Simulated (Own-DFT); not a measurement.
# Misfit strain and the stress it brings: diamond-structure GeSn with randomly placed atoms, 64 atoms (Ge52Sn12)

Source: density functional calculations with Own-DFT, an unreviewed in-house program that is no longer used. Nothing was measured or relaxed, and spin and spin-orbit coupling are left out.

All runs used: PBE; PseudoDojo norm-conserving scalar-relativistic files; cutoff 49 hartree; 3 x 3 x 3 k mesh centred on Gamma; Fermi-Dirac smearing of 0.1 eV.

Known weak points: forces on such cells moved up to 12 meV/angstrom on a denser k mesh; stress not checked against mesh or cutoff.

Unstrained cell vectors in Å: (11.628, 0.000, 0.000); (0.000, 11.628, 0.000); (0.000, 0.000, 11.628). The unstrained cell has measured lattice constants (interpolated for alloys), not those of this functional. That, the random moves and any unrelaxed bonds set the pressure at no strain. Each run strains x and y alike by e, as a substrate would, and holds the height along z. Each atom got a random Gaussian move of width 0.05 Å along each axis. The random placing of the alloy's atoms differs from row to row. Stress is positive in tension.

```
e (%),u (Å),(s_xx + s_yy)/2 (GPa),s_zz (GPa)
-3.00,0.048,-11.10,-9.41
-2.50,0.054,-10.19,-8.84
-1.75,0.048,-8.58,-7.68
-1.25,0.052,-7.66,-6.98
0.25,0.048,-5.28,-5.44
0.50,0.049,?,?
1.75,0.051,-2.87,-3.88
2.25,0.046,-2.08,-3.16
2.75,0.052,-1.38,-2.54
3.00,0.050,-0.97,-2.32
```

## What the rows give

With e as a fraction, the in-plane stress is -5.6 + 168 e - 508 e² GPa (errors 1 and 97, scatter 0.09), and s_zz is -5.7 + 117 e - 233 e² GPa (slope ± 2, scatter 0.13). At e = 0 the first slope is C11 + C12 and the second 2 C12, both with the ions held to the strained lattice and at the cell's own pressure. The term in e² is negative: the layer stiffens under compression and softens under tension. A free layer would change its height as e changes, and the in-plane slope would drop by 2 C12²/C11 to the biaxial modulus. At fixed height, a misfit of 1 % moves the in-plane stress by about 1.7 GPa and s_zz by 1.2 GPa.

## Check

Question: what are the two stresses at e = 0.50 %?

The fit gives -4.8 and -5.1 GPa. The calculation gave -4.70 and -4.96 GPa.
